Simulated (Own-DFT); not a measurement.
# Response to strain: wurtzite GaN, 72 atoms (Ga36N36)

These are calculations, not measurements. They come from Own-DFT, an in-house plane-wave density functional program, since retired, whose code no person has reviewed. Each row is one single-point run on a periodic cell that was not relaxed, without spin or spin-orbit coupling.

Settings of every run: PBE; PseudoDojo norm-conserving scalar-relativistic files (stringent for Ga); cutoff 96 hartree; 4 x 4 x 3 k mesh centred on Gamma; Gaussian smearing of 0.01 eV.

Known limits: forces not confirmed at this smearing and k mesh; stress not checked against mesh or cutoff.

Unstrained cell vectors in Å: (9.567, 0.000, 0.000); (-4.783, 8.285, 0.000); (0.000, 0.000, 10.370). The unstrained cell has measured lattice constants (interpolated for alloys), not those of this functional. That, the random moves and any unrelaxed bonds set the pressure at no strain. Each run strains this cell uniformly, with the atoms carried along. Every atom was also moved at random, by a Gaussian of width 0.05 Å on each axis. Strain is the symmetric tensor, in per cent. Stress is positive in tension, and the pressure is minus a third of its trace.

| run | e_xx (%) | e_yy (%) | e_zz (%) | s_xx (GPa) | s_yy (GPa) | s_zz (GPa) | P (GPa) | E (meV/atom) |
|---|---|---|---|---|---|---|---|---|
| 1 | -1.25 | -1.25 | 0.00 | -14.36 | -14.27 | -7.83 | 12.15 | 26.6 |
| 2 | 1.25 | 1.25 | 0.00 | -0.73 | -0.37 | -6.01 | 2.37 | 6.2 |
| 3 | 2.50 | 2.50 | 0.00 | 4.53 | 4.43 | -2.97 | -2.00 | 3.9 |
| 4 | 0.50 | 0.50 | 0.00 | -5.03 | -4.39 | -5.90 | 5.11 | 13.5 |
| 5 | 0.25 | 0.25 | 0.00 | -7.42 | -5.84 | -5.86 | 6.38 | 22.5 |
| 6 | 1.75 | 1.75 | 0.00 | 2.10 | 1.29 | -4.70 | 0.44 | 0.0 |
| 7 | -3.00 | -3.00 | 0.00 | -26.64 | -24.38 | -11.80 | 20.94 | 77.3 |
| 8 | 3.00 | 3.00 | 0.00 | 6.41 | 5.95 | -4.10 | -2.75 | 25.9 |
| 9 | -2.25 | -2.25 | 0.00 | ? | ? | ? | ? | ? |

E is the free energy for each atom above the lowest run shown.

## Worked fit

The change of volume is close to e_xx + e_yy + e_zz. A straight line through the runs shown gives P = 7.89 - 199 x (fractional change of volume) GPa, with an error of 9 on the slope and a scatter of 0.97 GPa. The strain isn't the same on all axes and the cell isn't cubic, so the slope belongs to this path and is not the bulk modulus.

## Withheld run

Question: what pressure should run 9 give? Its volume changes by -4.45 %.

The line gives 16.7 GPa. The calculation gave 17.43 GPa.
